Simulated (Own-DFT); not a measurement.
## Calculated data, Al₃GaN₄ (wurtzite random alloy, strained, atoms displaced)

Computed with Own-DFT development build. A calculation, not a measurement: plane-wave PBE density functional theory by an unreviewed code, no spin, of a simulated periodic cell, stress positive in tension, free energy of the whole cell less one offset for each atom, forces on such cells passed a denser k mesh, this cell's mesh not checked; offsets are fitted by least squares, one for each functional and potential file, so energies compare only between cells with the same atoms and settings and are not formation energies; the far tail of each file's local potential was reset to the Coulomb form; each entry is a single point on an unrelaxed cell, so the pressure reflects the starting lattice, mostly measured values, from which strain is counted, and rises with the displacements; printed positions are rounded, which can move forces by about a meV/angstrom; the program is a retired in-house code; no spin-orbit coupling.

Common to all runs: functional PBE; potential files PseudoDojo norm-conserving, scalar-relativistic, standard set with the stringent files for Ga; wave cutoff 96 hartree; occupations Gaussian; smearing width 0.01 eV; k mesh 4 x 4 x 3 centred on Gamma.

(1) Al₃GaN₄ (wurtzite random alloy, strained, atoms displaced)

```
cell vectors (Å)
   9.3938     0.0000     0.0000
  -4.6969     8.1352     0.0000
   0.0000     0.0000     9.9397
atoms (fractions of the cell vectors)
Al  0.11359  0.22387  0.00211
Al  0.23019  0.10979  0.24587
N   0.11560  0.22829  0.18316
N   0.22538  0.12542  0.44550
Ga  0.11509  0.21846  0.50807
Al  0.22380  0.11545  0.74529
N   0.10607  0.21841  0.68794
N   0.23065  0.11250  0.93923
Al  0.11553  0.54916  0.99332
Al  0.22526  0.44439  0.25225
N   0.11686  0.55932  0.19077
N   0.22850  0.44708  0.44314
Al  0.10989  0.55225  0.49576
Ga  0.21764  0.44257  0.74547
N   0.11219  0.54881  0.70541
N   0.21739  0.44513  0.95445
Al  0.10987  0.88676  0.99853
Ga  0.21995  0.77991  0.25132
N   0.11336  0.88702  0.19265
N   0.21721  0.77573  0.44920
Ga  0.11352  0.88829  0.49488
Ga  0.22687  0.77628  0.74968
N   0.10672  0.88014  0.70764
N   0.22206  0.78546  0.93725
Al  0.44871  0.21976  0.00491
Al  0.55967  0.11056  0.25157
N   0.44159  0.22036  0.19251
N   0.55848  0.10839  0.44284
Al  0.44105  0.22207  0.48732
Al  0.55100  0.10123  0.75553
N   0.44326  0.22637  0.69317
N   0.54512  0.11014  0.93827
Al  0.43764  0.55296  0.99214
Al  0.55333  0.44886  0.24629
N   0.45072  0.56660  0.18461
N   0.56052  0.44160  0.44188
Al  0.45205  0.56702  0.49101
Al  0.56087  0.45133  0.75103
N   0.44381  0.55232  0.68553
N   0.55131  0.44614  0.94675
Al  0.44394  0.89157  0.99871
Al  0.56228  0.78125  0.26166
N   0.43283  0.87982  0.18719
N   0.55877  0.77517  0.43550
Al  0.44278  0.89019  0.50060
Al  0.55864  0.76356  0.75155
N   0.43881  0.89068  0.69132
N   0.55043  0.78474  0.94092
Al  0.77801  0.21693  0.99551
Ga  0.88907  0.11336  0.25661
N   0.77369  0.21601  0.19115
N   0.88737  0.10680  0.44166
Al  0.78478  0.23236  0.50057
Al  0.87814  0.10977  0.75237
N   0.78023  0.23028  0.68793
N   0.88129  0.10223  0.93819
Ga  0.78302  0.54905  0.00681
Al  0.89023  0.44201  0.24553
N   0.78144  0.55604  0.19602
N   0.88830  0.42686  0.43601
Ga  0.77152  0.56086  0.50063
Al  0.88465  0.43564  0.74935
N   0.78180  0.56375  0.69281
N   0.88788  0.44621  0.93821
Al  0.77531  0.88609  0.98610
Ga  0.90109  0.78270  0.24943
N   0.78057  0.89148  0.19098
N   0.89849  0.77300  0.43717
Al  0.77372  0.89708  0.50918
Al  0.88334  0.77467  0.74688
N   0.77453  0.87959  0.68093
N   0.88222  0.77005  0.93078
```

* free energy of cell above offsets: -21.079 eV
* pressure: 9.43 GPa
* stress xx: -8 GPa
* stress yy: -8.15 GPa
* stress zz: -12.15 GPa
* stress yz: 0.24 GPa
* stress xz: 0.93 GPa
* stress xy: 0.31 GPa

Force:
```
element  x (eV/Å)  y (eV/Å)  z (eV/Å)
     Al     0.477    -0.998    -1.193
     Al    -2.348     0.256     0.387
      N     0.724    -0.624     1.988
      N     2.337    -2.623    -2.702
     Ga    -2.456     1.449    -1.823
     Al     0.618    -1.171     1.065
      N    -0.672     -0.93     3.115
      N    -1.537     0.124      0.64
     Al    -3.029     2.769     1.317
     Al     0.002     0.633     -0.84
      N    -0.615    -1.701    -0.388
      N    -0.269     0.592    -0.426
     Al    -0.127    -0.418     0.861
     Ga     2.119    -1.005     1.218
      N    -2.773     0.478    -2.855
      N     2.096    -1.581    -2.253
     Al    -0.468     0.418    -0.988
     Ga      0.87    -1.198      0.34
      N     0.035     2.209    -1.526
      N     2.297    -0.673    -0.534
     Ga     -0.76     1.248     2.577
     Ga    -1.366    -0.447     0.366
      N    -1.143     1.955    -2.323
      N     1.065    -1.536     2.144
     Al    -1.712     0.927    -0.973
     Al    -0.731    -0.909    -0.244
      N     1.536     0.669     0.465
      N     -0.47     0.277    -0.416
     Al     1.556     0.282     2.492
     Al    -1.251     1.889    -1.665
      N      0.96    -0.101    -0.972
      N     2.542     0.076     0.914
     Al     0.657     1.103     1.578
     Al     0.568     0.153    -0.067
      N    -0.053    -0.916     1.223
      N    -2.493     0.174    -1.577
     Al     0.258    -2.689     1.162
     Al     0.057     -1.57      0.17
      N     0.528     0.496      0.07
      N     0.381      -0.6     -0.83
     Al    -1.111    -0.472     0.346
     Al    -0.417     0.152    -4.713
      N      2.41     2.095     0.821
      N    -0.673     1.747      2.92
     Al     0.142    -0.233     0.233
     Al    -1.948     1.494    -0.237
      N     3.349    -0.186    -1.071
      N     1.285    -1.253    -1.164
     Al    -1.004     0.361     0.723
     Ga     1.029    -0.388    -1.566
      N    -0.555     1.204    -1.312
      N     -0.58     0.579     1.934
     Al    -0.233    -3.421      0.31
     Al     1.276    -0.056    -1.196
      N    -0.183    -2.486     0.648
      N     0.529     1.384    -0.283
     Ga    -2.063     1.168    -0.652
     Al     0.402     0.032     0.389
      N    -0.179    -1.056     0.421
      N    -0.026     3.859    -0.472
     Ga     2.306    -0.738     0.173
     Al    -0.493     2.653     0.329
      N     0.258    -1.999     0.178
      N     2.104    -2.067    -0.033
     Al     0.233    -1.076     2.491
     Ga    -2.404    -0.573    -0.237
      N    -0.386    -0.567    -1.051
      N    -2.505     1.331      0.97
     Al     1.371    -0.938    -3.885
     Al     1.571     0.692     0.144
      N    -0.817     1.022     3.602
      N    -0.094     1.248     1.746
```

(2) Al₃GaN₄ (wurtzite random alloy, strained, atoms displaced)

```
cell vectors (Å)
   9.3938     0.0000     0.0000
  -4.6969     8.1352     0.0000
   0.0000     0.0000     9.9397
atoms (fractions of the cell vectors)
Al  0.11451  0.22701  0.00749
Al  0.23444  0.11785  0.25027
N   0.10321  0.21143  0.19156
N   0.21281  0.10512  0.44254
Al  0.10103  0.20759  0.49799
Al  0.21961  0.11667  0.75178
N   0.11892  0.21958  0.68404
N   0.22657  0.11670  0.94358
Ga  0.10540  0.55187  0.00052
Al  0.21545  0.44246  0.24835
N   0.09903  0.55481  0.19171
N   0.22589  0.44524  0.44923
Ga  0.10891  0.55967  0.48437
Al  0.22087  0.44078  0.74957
N   0.11529  0.55228  0.68584
N   0.22862  0.45996  0.93250
Al  0.12187  0.89286  0.99063
Al  0.22461  0.77000  0.24859
N   0.10295  0.88198  0.19508
N   0.22576  0.78753  0.43596
Al  0.12580  0.90132  0.48798
Al  0.22793  0.78604  0.74662
N   0.10127  0.88108  0.69351
N   0.23188  0.78052  0.94374
Al  0.43666  0.21562  0.99889
Al  0.55307  0.10778  0.25242
N   0.43716  0.21891  0.19228
N   0.55536  0.11785  0.43763
Al  0.44529  0.22149  0.51011
Al  0.55568  0.10873  0.75044
N   0.45716  0.23245  0.68839
N   0.55154  0.10617  0.94071
Al  0.43591  0.54996  0.00397
Ga  0.56218  0.44132  0.24787
N   0.44628  0.55803  0.19609
N   0.55763  0.44069  0.44084
Al  0.44497  0.55774  0.50214
Al  0.55302  0.43845  0.76230
N   0.44272  0.55490  0.68825
N   0.55092  0.44614  0.94692
Ga  0.45551  0.89608  0.00483
Ga  0.55067  0.77623  0.25271
N   0.44507  0.89193  0.19015
N   0.54403  0.78033  0.44341
Ga  0.44213  0.88839  0.49600
Ga  0.55762  0.77887  0.76142
N   0.43679  0.88242  0.68981
N   0.55739  0.77221  0.93471
Al  0.77758  0.23182  0.98798
Al  0.90261  0.11331  0.24625
N   0.77483  0.22047  0.18749
N   0.88284  0.10576  0.43461
Al  0.77700  0.21676  0.50025
Al  0.88677  0.11081  0.74485
N   0.78369  0.22963  0.68554
N   0.89052  0.10837  0.93289
Al  0.78550  0.56129  0.99925
Al  0.88492  0.43749  0.24747
N   0.76780  0.55352  0.18709
N   0.89357  0.44934  0.43601
Ga  0.77994  0.55475  0.49538
Al  0.89610  0.45056  0.74617
N   0.78143  0.56680  0.69440
N   0.89859  0.45384  0.94395
Al  0.77774  0.88655  0.00060
Ga  0.88967  0.78684  0.24721
N   0.77234  0.87956  0.17752
N   0.88469  0.76812  0.44012
Al  0.77288  0.89410  0.49917
Al  0.89955  0.78168  0.74720
N   0.77992  0.88716  0.67731
N   0.88578  0.77785  0.94419
```

* free energy of cell above offsets: -20.990 eV
* pressure: 9.36 GPa
* stress xx: -8.51 GPa
* stress yy: -6.43 GPa
* stress zz: -13.14 GPa
* stress yz: 0.41 GPa
* stress xz: 0.79 GPa
* stress xy: -1.47 GPa

Force:
```
element  x (eV/Å)  y (eV/Å)  z (eV/Å)
     Al    -0.573    -0.297    -2.202
     Al    -2.144    -2.468     0.551
      N     2.523     2.577    -0.238
      N     1.404     2.769    -0.926
     Al    -0.008     2.106     0.077
     Al     1.579    -1.198    -0.299
      N    -2.033     0.278     0.816
      N    -1.088    -0.348    -0.705
     Ga     1.747     2.108      0.07
     Al     0.828     0.286     1.213
      N     2.094    -0.575      0.83
      N    -0.221     -1.53    -2.313
     Ga     1.409     0.164     2.326
     Al     0.244     0.791    -1.902
      N    -0.862     0.889      0.76
      N     0.536    -2.791     1.784
     Al    -1.397    -0.941     1.617
     Al    -1.693     1.504    -0.589
      N     3.057     2.136     -1.52
      N    -0.265    -0.608    -0.719
     Al    -2.237    -3.738     1.701
     Al    -0.728    -2.208     0.648
      N     3.178     2.973    -1.185
      N    -1.119     0.347    -1.052
     Al      1.33     1.486     0.703
     Al     0.145     0.897    -0.712
      N     1.998    -0.447    -1.331
      N     0.421     0.052     0.754
     Al    -0.441     0.863    -2.413
     Al    -0.013    -0.104    -0.748
      N    -0.756    -1.991      2.19
      N     0.042     2.736    -1.004
     Al     1.049     1.383    -0.051
     Ga    -1.918    -0.166     0.969
      N    -1.755     -1.76    -1.253
      N    -1.637    -0.432     0.616
     Al     0.697    -0.408    -0.076
     Al    -0.095      2.45    -1.836
      N     0.699    -0.886     1.018
      N     0.918    -1.053     0.246
     Ga     0.172    -1.954    -0.932
     Ga     0.898     0.585    -0.195
      N    -0.698    -0.156     1.372
      N     3.243    -1.074    -0.276
     Ga    -0.765      1.27     1.233
     Ga     0.177    -0.619    -4.837
      N     0.731     2.224     0.386
      N     0.235     0.195      4.92
     Al     0.995    -1.325     1.417
     Al    -4.299    -2.235     -0.03
      N     0.595    -0.425    -0.417
      N     0.303     0.653     0.079
     Al    -0.604     1.326    -1.177
     Al     0.999    -0.397    -0.264
      N    -0.363    -0.923      1.16
      N    -0.418     0.981      0.92
     Al    -1.317    -0.232     0.178
     Al    -1.732      0.49    -0.042
      N     3.396     0.458    -0.726
      N    -0.592    -2.734    -0.625
     Ga    -0.592    -0.405     1.412
     Al    -0.413     0.862    -0.299
      N     0.444    -2.172     0.779
      N    -2.776    -1.916    -1.994
     Al    -0.123      0.16     -2.03
     Ga    -0.046    -2.152     0.688
      N    -1.146     2.374     2.416
      N    -0.344     3.589      0.09
     Al     0.812    -2.194    -1.303
     Al    -3.249    -0.912     0.861
      N     0.042     1.074     2.618
      N     1.512     0.738    -1.194
```

(3) Al₃GaN₄ (wurtzite random alloy, strained, atoms displaced)

```
cell vectors (Å)
   9.3938     0.0000     0.0000
  -4.6969     8.1352     0.0000
   0.0000     0.0000     9.9397
atoms (fractions of the cell vectors)
Al  0.10619  0.21654  0.00465
Al  0.22986  0.11456  0.25520
N   0.10755  0.21259  0.19952
N   0.21743  0.11139  0.43650
Al  0.11707  0.22555  0.50172
Al  0.22256  0.10491  0.75957
N   0.10853  0.22308  0.68508
N   0.21970  0.10782  0.93950
Al  0.10800  0.55398  0.00114
Ga  0.21521  0.44171  0.24941
N   0.10966  0.55175  0.19168
N   0.23024  0.44498  0.43640
Al  0.11456  0.54374  0.49057
Ga  0.22611  0.45232  0.74877
N   0.11429  0.55659  0.69260
N   0.22575  0.44612  0.93677
Ga  0.11090  0.88572  0.00880
Ga  0.22781  0.77558  0.24944
N   0.11158  0.89923  0.18889
N   0.23035  0.78804  0.44630
Al  0.10919  0.89076  0.50249
Al  0.21447  0.75420  0.74407
N   0.11258  0.89629  0.69122
N   0.21314  0.77412  0.94242
Al  0.43926  0.22840  0.99676
Ga  0.55268  0.10297  0.25136
N   0.44711  0.22810  0.19185
N   0.55680  0.10584  0.43996
Al  0.45001  0.22550  0.49309
Al  0.56705  0.11942  0.74997
N   0.43200  0.21714  0.69214
N   0.55950  0.10852  0.95101
Ga  0.44012  0.56704  0.99915
Al  0.55738  0.44861  0.25205
N   0.44158  0.55342  0.18201
N   0.55592  0.44563  0.44532
Al  0.43679  0.55303  0.49920
Ga  0.56843  0.46203  0.75441
N   0.44791  0.55914  0.69150
N   0.54208  0.43843  0.94101
Al  0.44617  0.89043  0.00115
Al  0.56274  0.78870  0.24443
N   0.44637  0.88372  0.18778
N   0.55059  0.77347  0.44819
Al  0.44388  0.88996  0.50117
Al  0.55142  0.77859  0.75137
N   0.44386  0.88321  0.68929
N   0.56793  0.78768  0.94845
Ga  0.77006  0.22540  0.00309
Al  0.89246  0.11133  0.25364
N   0.78200  0.22742  0.19679
N   0.88728  0.10474  0.44427
Ga  0.77060  0.22190  0.49267
Al  0.87986  0.11110  0.75114
N   0.78519  0.22235  0.69372
N   0.89407  0.12051  0.94361
Al  0.78219  0.55681  0.00775
Al  0.89551  0.44552  0.26213
N   0.76260  0.54704  0.19152
N   0.88941  0.43344  0.43661
Al  0.77734  0.54882  0.49994
Al  0.88417  0.43824  0.74703
N   0.76597  0.55878  0.69533
N   0.88521  0.43593  0.93816
Al  0.77924  0.89775  0.99603
Al  0.88357  0.76743  0.25565
N   0.78245  0.90027  0.19091
N   0.88184  0.77313  0.44144
Al  0.77874  0.87929  0.49417
Al  0.88862  0.77701  0.74678
N   0.76647  0.88138  0.70109
N   0.88536  0.76843  0.93891
```

- free energy of cell above offsets: -21.045 eV
- pressure: 9.38 GPa
- stress xx: -7.42 GPa
- stress yy: -8.62 GPa
- stress zz: -12.11 GPa
- stress yz: 0.31 GPa
- stress xz: 0.12 GPa
- stress xy: -2.04 GPa

Force:
```
element  x (eV/Å)  y (eV/Å)  z (eV/Å)
     Al     0.796      0.94    -0.252
     Al    -0.601     -0.03    -1.094
      N     0.208     0.717    -1.465
      N     1.302    -0.095     1.213
     Al    -0.676    -1.098      -0.3
     Al    -1.205     1.055     -1.98
      N      0.07     -0.68     1.377
      N    -0.396     0.769     1.524
     Al     0.232    -0.523    -0.784
     Ga     2.162    -0.633    -1.078
      N    -1.703     0.338    -0.334
      N    -1.228    -0.753     1.248
     Al    -0.813     1.909     1.564
     Ga     1.129    -2.289    -0.007
      N    -2.334    -3.037    -2.877
      N    -2.101    -0.829      1.76
     Ga    -1.059     0.229    -2.426
     Ga    -1.291     0.808     0.383
      N     0.178     -1.61      3.26
      N     -1.13    -2.081    -0.282
     Al     0.255     0.525    -0.065
     Al    -0.769     6.065     1.589
      N     0.264    -2.358    -0.286
      N     2.522    -0.735    -0.749
     Al     0.836     -1.23     0.683
     Ga    -0.163     1.428    -1.188
      N    -0.234    -0.411     -0.06
      N    -2.115    -0.152     0.814
     Al    -1.305    -1.087     1.559
     Al    -2.109    -1.362     0.428
      N     2.637     0.551    -0.757
      N    -2.985    -0.376    -2.117
     Ga     1.496    -0.983    -0.785
     Al    -1.865    -0.998    -0.078
      N     0.472     0.985     3.288
      N     0.251     0.116    -0.817
     Al     1.983     0.953     0.909
     Ga    -3.733    -3.762     0.795
      N    -0.795     0.849     -0.91
      N     1.774     1.543     1.058
     Al    -0.472    -0.546    -0.929
     Al     0.736    -2.001     1.072
      N    -0.311     0.214    -0.194
      N     0.376     0.535    -1.807
     Al      1.07    -0.352     0.685
     Al     0.519    -0.302     0.277
      N    -0.933     0.914     0.854
      N    -2.187     0.197    -1.613
     Ga     2.113    -0.255     1.176
     Al    -0.656     0.236     0.277
      N     0.642     0.024     0.723
      N      0.47     0.274    -0.236
     Ga     2.376        -2     1.529
     Al     3.017    -0.866     0.047
      N    -2.264      0.76    -0.827
      N    -0.066    -1.032    -0.634
     Al    -1.092    -0.931    -1.724
     Al    -1.393    -0.616    -3.934
      N     3.062      1.44     1.002
      N    -0.312     3.249     2.422
     Al    -0.709     0.558     0.532
     Al     0.007     1.252     0.712
      N     6.071     0.882    -2.905
      N    -0.342     2.697    -0.152
     Al     2.045    -0.141     0.533
     Al    -0.401     1.653    -1.656
      N     0.616    -1.735    -0.026
      N     2.175    -1.074     0.145
     Al    -2.446     1.325     1.888
     Al    -0.189     1.038     0.988
      N     1.372     1.136    -1.392
      N    -0.851     0.802     0.406
```

(4) Al₃GaN₄ (wurtzite random alloy, strained, atoms displaced)

```
cell vectors (Å)
   9.3938     0.0000     0.0000
  -4.6969     8.1352     0.0000
   0.0000     0.0000     9.9397
atoms (fractions of the cell vectors)
Al  0.11348  0.21627  0.99332
Al  0.22031  0.10796  0.25374
N   0.11325  0.22738  0.19798
N   0.21746  0.10279  0.43108
Ga  0.10714  0.21309  0.49444
Al  0.23271  0.11413  0.74493
N   0.11474  0.21680  0.69423
N   0.21004  0.10285  0.94294
Al  0.10544  0.54842  0.00243
Ga  0.21867  0.44652  0.24563
N   0.09524  0.54693  0.18672
N   0.22586  0.45116  0.43535
Ga  0.10595  0.55933  0.50577
Al  0.22564  0.44706  0.74480
N   0.11957  0.55663  0.69376
N   0.22214  0.44922  0.93869
Ga  0.10692  0.88598  0.99123
Al  0.22587  0.77685  0.24928
N   0.10000  0.88900  0.18916
N   0.22015  0.77461  0.44253
Al  0.11067  0.88743  0.50341
Al  0.22026  0.77929  0.75636
N   0.10404  0.88164  0.69560
N   0.22662  0.77232  0.93979
Al  0.44152  0.22217  0.99392
Al  0.55265  0.11533  0.26083
N   0.43641  0.22937  0.19803
N   0.54747  0.12039  0.43977
Al  0.44194  0.21068  0.49934
Al  0.55928  0.11303  0.75355
N   0.45172  0.22347  0.68596
N   0.54701  0.09931  0.94199
Al  0.44401  0.54908  0.99924
Al  0.55423  0.44425  0.24098
N   0.44111  0.55475  0.19969
N   0.54424  0.43767  0.43766
Al  0.44529  0.55656  0.50486
Al  0.55447  0.43714  0.74986
N   0.44626  0.56307  0.68570
N   0.56380  0.44429  0.93710
Ga  0.44202  0.88694  0.99624
Ga  0.55254  0.77344  0.25298
N   0.45296  0.89628  0.19061
N   0.55900  0.78115  0.44469
Al  0.44118  0.89362  0.50185
Al  0.55708  0.77393  0.74261
N   0.45205  0.89259  0.68304
N   0.54137  0.77381  0.93704
Al  0.77290  0.22459  0.99583
Ga  0.89302  0.10695  0.25626
N   0.77697  0.23268  0.18929
N   0.88152  0.10884  0.44110
Al  0.77386  0.21729  0.50053
Al  0.88214  0.10975  0.75936
N   0.77523  0.22897  0.68931
N   0.89736  0.12155  0.93473
Al  0.79004  0.56788  0.99546
Ga  0.89124  0.45429  0.24744
N   0.77152  0.55605  0.19577
N   0.89016  0.45335  0.44484
Al  0.78883  0.54431  0.50389
Al  0.89585  0.45057  0.75180
N   0.77949  0.56503  0.68309
N   0.89678  0.44492  0.93557
Ga  0.77668  0.88228  0.99266
Al  0.89251  0.78292  0.24582
N   0.77555  0.88840  0.19056
N   0.88780  0.78506  0.43738
Al  0.78476  0.89298  0.49468
Al  0.89079  0.78217  0.74864
N   0.79174  0.89699  0.69450
N   0.89286  0.76996  0.93446
```

- free energy of cell above offsets: -21.406 eV
- pressure: 9.23 GPa
- stress xx: -7.83 GPa
- stress yy: -7.49 GPa
- stress zz: -12.38 GPa
- stress yz: -0.75 GPa
- stress xz: 1.14 GPa
- stress xy: 0.1 GPa

Force:
```
element  x (eV/Å)  y (eV/Å)  z (eV/Å)
     Al     -1.66     1.882     1.499
     Al    -0.651     0.433    -2.171
      N     0.913     -1.82    -2.132
      N     1.092    -0.511     3.014
     Ga     0.143     1.829     0.761
     Al    -1.282     -0.88     0.534
      N    -0.654     0.731     0.004
      N     2.437      1.97    -1.818
     Al     1.015     0.724    -0.779
     Ga     -0.12     0.044     0.717
      N     2.585     3.282    -0.496
      N    -0.292    -0.462     1.876
     Ga     2.016    -0.871    -0.639
     Al     0.459    -0.766     0.591
      N    -1.426     0.445     1.027
      N     1.161    -1.237      0.17
     Ga     1.673    -0.477      1.74
     Al    -0.862     0.167     -0.35
      N     2.618     0.202    -0.119
      N    -0.169     1.927    -0.826
     Al    -0.765    -0.462    -0.803
     Al     1.295    -0.296    -1.442
      N     1.663     1.446    -0.628
      N     -1.96    -0.865     0.189
     Al     0.115    -0.704     1.727
     Al     0.299     0.576     -3.11
      N     1.407    -1.698    -2.198
      N     3.834    -2.371     0.693
     Al    -3.479     3.412     -0.37
     Al    -0.033    -0.777    -0.832
      N    -0.497    -0.778     1.177
      N    -0.199     3.523    -1.037
     Al     -0.84     0.838     0.318
     Al    -0.657     0.345     2.554
      N         1    -0.306     -3.02
      N      1.46     0.116     0.734
     Al     0.377    -0.298    -2.356
     Al    -0.078     1.944      -1.5
      N     0.815    -1.857     1.666
      N    -0.582    -0.053     0.463
     Ga     0.156    -0.511     1.684
     Ga     0.176     0.823     0.191
      N    -1.769    -0.142     1.046
      N    -0.555      0.47     1.046
     Al     1.004    -0.679     -1.21
     Al    -0.072     1.484     0.418
      N    -0.973      0.17     1.994
      N     3.026    -1.315    -0.924
     Al     0.769    -0.345     1.137
     Ga    -1.492         1    -2.213
      N     -0.37    -1.802     -0.05
      N    -0.476     0.269      1.36
     Al    -0.539     1.135    -0.248
     Al     0.981     0.828    -3.071
      N     0.919     -0.34     0.582
      N    -1.053    -0.719     2.412
     Al     -0.03    -3.202     1.387
     Ga    -1.671    -1.692     1.274
      N    -0.069     1.548    -2.227
      N     2.426    -3.618    -1.153
     Al    -6.289     2.855    -0.815
     Al    -0.401     0.061    -1.161
      N     0.662    -1.156     2.321
      N    -1.865     0.029     0.653
     Ga    -1.088     0.837     0.585
     Al    -1.413    -1.148     1.264
      N     0.856    -0.481    -0.762
      N     1.741    -1.123     0.327
     Al        -1    -1.037     1.334
     Al    -0.317    -0.808    -0.778
      N    -1.793    -0.532    -0.596
      N    -1.651     0.798     -0.63
```
